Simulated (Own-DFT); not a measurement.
# What a defect does to the pressure of its cell: C40 NbSi2

The numbers are computed, not measured, by runs of the plane-wave DFT program Own-DFT (in-house, retired, unreviewed) at fixed positions, with no spin and no spin-orbit coupling.

All runs used: PBE; PseudoDojo norm-conserving scalar-relativistic files; cutoff 42 hartree; 4 x 4 x 5 k mesh centred on Gamma; cold (Marzari-Vanderbilt) smearing of 0.2 eV.

Keep in mind: forces on such cells failed a check on a denser k mesh; stress not checked against mesh or cutoff.

All runs share one cell, with vectors in Å (0.000, 8.324, 0.000); (-9.613, 0.000, 0.000); (0.000, 0.000, 6.586) and a volume of 527.0 Å³. Atoms were moved at random from their sites; u is the rms move along one axis. The defect's site can differ from row to row.

| cell | formula | u (Å) | P (GPa) |
|---|---|---|---|
| no defect | Nb12Si24 | 0.0184 | 1.44 |
| no defect | Nb12Si24 | 0.0198 | 1.47 |
| no defect | Nb12Si24 | 0.0468 | 2.41 |
| two Nb vacancies | Nb10Si24 | 0.0271 | -0.01 |
| two Nb vacancies | Nb10Si24 | 0.0514 | 0.47 |
| two Nb vacancies | Nb10Si24 | 0.0549 | 0.97 |
| one Si vacancy | Nb12Si23 | 0.0298 | 0.96 |
| one Si vacancy | Nb12Si23 | 0.0462 | 1.40 |
| one Si vacancy | Nb12Si23 | 0.0581 | 2.38 |
| two Si on a Nb site each | Nb10Si26 | 0.0276 | 1.55 |
| two Si on a Nb site each | Nb10Si26 | 0.0282 | 1.83 |
| two Si on a Nb site each | Nb10Si26 | 0.0500 | 2.46 |
| two Nb on a Si site each | Nb14Si22 | 0.0272 | ? |
| two Nb on a Si site each | Nb14Si22 | 0.0293 | 7.75 |
| two Nb on a Si site each | Nb14Si22 | 0.0489 | 8.22 |
| two Nb on a Si site each | Nb14Si22 | 0.0502 | 8.37 |

## Worked fit

P = P0 + c u² + a shift for each defect gives P0 = 1.32 GPa, c = 460 ± 48 GPa/Å² and a scatter of 0.17 GPa. The shifts, and each times the cell's volume:

- two Nb on a Si site each: 5.91 ± 0.14 GPa, 19.4 eV (9.7 eV for each of its 2 sites)
- two Si on a Nb site each: 0.00 ± 0.14 GPa, 0.0 eV (0.0 eV for each of its 2 sites) (not resolved)
- one Si vacancy: -0.72 ± 0.15 GPa, -2.4 eV
- two Nb vacancies: -1.82 ± 0.15 GPa, -6.0 eV (-3.0 eV for each of its 2 sites)

A positive shift means that the defect pushes the cell outwards. Shift times volume (160.2 GPa Å³ is 1 eV) depends little on the cell's size, so, taken for each site, it can be compared between cells at like pressure. The atoms around the defects weren't relaxed, which would change these numbers.

## Withheld run

Q: what pressure belongs in the blank (two Nb on a Si site each, u = 0.0272 Å)?

The fitted form gives 7.57 ± 0.20 GPa. The run itself gave 7.63 GPa.
